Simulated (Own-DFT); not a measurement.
# One host, several defects: 2H SiC

Source: density functional calculations with Own-DFT, an unreviewed in-house program that is no longer used. Nothing was measured or relaxed, and spin and spin-orbit coupling are left out.

All runs used: PBE; PseudoDojo norm-conserving scalar-relativistic files; cutoff 42 hartree; 4 x 4 x 3 k mesh centred on Gamma; Fermi-Dirac smearing of 0.1 eV.

Keep in mind (not all hold for every row): not probed for a lower state with spin; forces on such cells passed a denser k mesh, each cell not checked; stress not checked against mesh or cutoff.

All runs share one cell, with vectors in Å (9.248, 0.000, 0.000); (-4.624, 8.009, 0.000); (0.000, 0.000, 10.068) and a volume of 745.7 Å³. Atoms were moved at random from their sites; u is the rms move along one axis. The defect's site can differ from row to row.

| cell | formula | u (Å) | P (GPa) |
|---|---|---|---|
| no defect | C36Si36 | 0.0316 | 3.90 |
| no defect | C36Si36 | 0.0580 | 5.91 |
| no defect | C36Si36 | 0.0614 | 6.73 |
| one C on a Si site and one Si on a C site | C36Si36 | 0.0279 | 7.49 |
| one C on a Si site and one Si on a C site | C36Si36 | 0.0296 | 7.75 |
| one C on a Si site and one Si on a C site | C36Si36 | 0.0526 | 9.23 |
| one C on a Si site | C37Si35 | 0.0293 | 1.86 |
| one C on a Si site | C37Si35 | 0.0301 | 1.68 |
| one C on a Si site | C37Si35 | 0.0528 | 3.45 |
| two Al on a Si site each | Al2C36Si34 | 0.0301 | 5.97 |
| two Al on a Si site each | Al2C36Si34 | 0.0503 | 6.81 |
| two Al on a Si site each | Al2C36Si34 | 0.0518 | 8.18 |
| one Al on a Si site and one N on a C site | AlC35NSi35 | 0.0286 | 4.01 |
| one Al on a Si site and one N on a C site | AlC35NSi35 | 0.0326 | ? |
| one Al on a Si site and one N on a C site | AlC35NSi35 | 0.0474 | 5.08 |
| one Al on a Si site and one N on a C site | AlC35NSi35 | 0.0500 | 5.39 |

## Fit

P = P0 + c u² + a shift for each defect gives P0 = 3.07 GPa, c = 899 ± 89 GPa/Å² and a scatter of 0.32 GPa. The shifts, and each times the cell's volume:

- one C on a Si site and one Si on a C site: 3.76 ± 0.29 GPa, 17.5 eV
- two Al on a Si site each: 2.08 ± 0.27 GPa, 9.7 eV (4.8 eV for each of its 2 sites)
- one Al on a Si site and one N on a C site: 0.09 ± 0.27 GPa, 0.4 eV (not resolved)
- one C on a Si site: -2.11 ± 0.28 GPa, -9.8 eV

A positive shift means that the defect pushes the cell outwards. Shift times volume (160.2 GPa Å³ is 1 eV) depends little on the cell's size, so, taken for each site, it can be compared between cells at like pressure. The atoms around the defects weren't relaxed, which would change these numbers.

## Test on the hidden row

Asked: what pressure belongs in the blank (one Al on a Si site and one N on a C site, u = 0.0326 Å)?

Estimate: 4.12 ± 0.38 GPa. The calculation gave 4.23 GPa.
